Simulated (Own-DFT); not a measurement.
# How strain changes the stress of diamond-structure SiGeSn with randomly placed atoms, 64 atoms (Ge44Si16Sn4)

These are calculations, not measurements. The program, named Own-DFT, is a retired in-house plane-wave density functional code that no person has reviewed. Each row is one single-point run on a periodic cell that was not relaxed, without spin or spin-orbit coupling.

Settings of every run: PBE; PseudoDojo norm-conserving scalar-relativistic files; cutoff 49 hartree; 3 x 3 x 3 k mesh centred on Gamma; Fermi-Dirac smearing of 0.1 eV.

Known limits: forces on such cells moved up to 12 meV/angstrom on a denser k mesh; stress not checked against mesh or cutoff.

Unstrained cell vectors in Å: (11.306, 0.000, 0.000); (0.000, 11.306, 0.000); (0.000, 0.000, 11.306). The unstrained cell has measured lattice constants (interpolated for alloys), not those of this functional. That, the random moves and any unrelaxed bonds set the pressure at no strain. Each run strains this cell uniformly, with the atoms carried along. Every atom was also moved at random, by a Gaussian of width 0.05 Å on each axis. The random placing of the alloy's atoms differs from row to row. Strain is the symmetric tensor, in per cent. Stress is positive in tension, and the pressure is minus a third of its trace.

```
run  e_xx (%)  e_yy (%)  e_zz (%)  s_xx (GPa)  s_yy (GPa)  s_zz (GPa)  P (GPa)  E (meV/atom)
  1     -1.00     -1.00      0.00       -6.09       -6.19       -5.43     5.90          37.1
  2     -2.75     -2.75      0.00       -9.89      -10.06       -7.80     9.25          69.6
  3      2.75      2.75      0.00        0.18        0.04       -1.59     0.46          15.5
  4      1.75      1.75      0.00       -1.25       -1.38       -2.46     1.70          14.7
  5      1.25      1.25      0.00       -2.23       -2.22       -3.16     2.54          21.6
  6      1.50      1.50      0.00       -1.64       -1.67       -2.49     1.93           4.0
  7      2.25      2.25      0.00       -0.34       -0.47       -1.85     0.89           0.0
  8     -3.00     -3.00      0.00      -10.46      -10.91       -8.40     9.92          87.0
  9     -1.75     -1.75      0.00           ?           ?           ?        ?             ?
```

E is the free energy for each atom above the lowest run shown.

## Worked fit

The change of volume is close to e_xx + e_yy + e_zz. A straight line through the runs shown gives P = 4.68 - 83 x (fractional change of volume) GPa, with an error of 2 on the slope and a scatter of 0.30 GPa. The strain isn't the same on all axes, but the crystal is cubic, so the slope still estimates the bulk modulus, averaged over pressures from 0.5 to 9.9 GPa.

## Withheld run

Question: what pressure should run 9 give? Its volume changes by -3.47 %.

The line gives 7.6 GPa. The calculation gave 7.38 GPa.
